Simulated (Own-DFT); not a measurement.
# Which defects push the lattice out? C40 NbSi2

Everything here is calculated. The program is Own-DFT (plane waves, in-house, since retired, never reviewed by a person); positions were held fixed, and spin and spin-orbit coupling were off.

Common settings: PBE; PseudoDojo norm-conserving scalar-relativistic files; cutoff 42 hartree; 4 x 4 x 5 k mesh centred on Gamma; cold (Marzari-Vanderbilt) smearing of 0.2 eV.

Known weak points: forces on such cells failed a check on a denser k mesh; stress not checked against mesh or cutoff.

All runs share one cell, with vectors in Å (0.000, 8.324, 0.000); (-9.613, 0.000, 0.000); (0.000, 0.000, 6.586) and a volume of 527.0 Å³. Atoms were moved at random from their sites; u is the rms move along one axis. The defect's site can differ from row to row.

| cell | formula | u (Å) | P (GPa) |
|---|---|---|---|
| no defect | Nb12Si24 | 0.0185 | 1.48 |
| no defect | Nb12Si24 | 0.0194 | 1.49 |
| no defect | Nb12Si24 | 0.0461 | 2.51 |
| two Nb on a Si site each | Nb14Si22 | 0.0283 | 7.45 |
| two Nb on a Si site each | Nb14Si22 | 0.0308 | 7.64 |
| two Nb on a Si site each | Nb14Si22 | 0.0481 | ? |
| two Nb on a Si site each | Nb14Si22 | 0.0514 | 8.40 |
| two Nb vacancies | Nb10Si24 | 0.0296 | -0.05 |
| two Nb vacancies | Nb10Si24 | 0.0440 | -0.03 |
| two Nb vacancies | Nb10Si24 | 0.0474 | 0.67 |
| two Si on a Nb site each | Nb10Si26 | 0.0276 | 1.56 |
| two Si on a Nb site each | Nb10Si26 | 0.0315 | 1.66 |
| two Si on a Nb site each | Nb10Si26 | 0.0527 | 2.47 |
| one Si vacancy | Nb12Si23 | 0.0263 | 0.84 |
| one Si vacancy | Nb12Si23 | 0.0267 | 0.91 |
| one Si vacancy | Nb12Si23 | 0.0468 | 1.52 |

## Worked fit

P = P0 + c u² + a shift for each defect gives P0 = 1.37 GPa, c = 479 ± 52 GPa/Å² and a scatter of 0.16 GPa. The shifts, and each times the cell's volume:

- two Nb on a Si site each: 5.76 ± 0.13 GPa, 18.9 eV (9.5 eV for each of its 2 sites)
- two Si on a Nb site each: -0.20 ± 0.13 GPa, -0.6 eV (-0.3 eV for each of its 2 sites) (not resolved)
- one Si vacancy: -0.86 ± 0.13 GPa, -2.8 eV
- two Nb vacancies: -1.98 ± 0.13 GPa, -6.5 eV (-3.3 eV for each of its 2 sites)

Positive is outwards. The product with the volume (160.2 GPa Å³ to the eV) is nearly free of the cell's size; divided by the bulk modulus at the cell's pressure it gives the volume that the defect adds. The atoms around the defects weren't relaxed, which would change these numbers.

## Withheld run

Q: what pressure belongs in the blank (two Nb on a Si site each, u = 0.0481 Å)?

The fit gives 8.24 ± 0.19 GPa. The calculation gave 8.45 GPa.
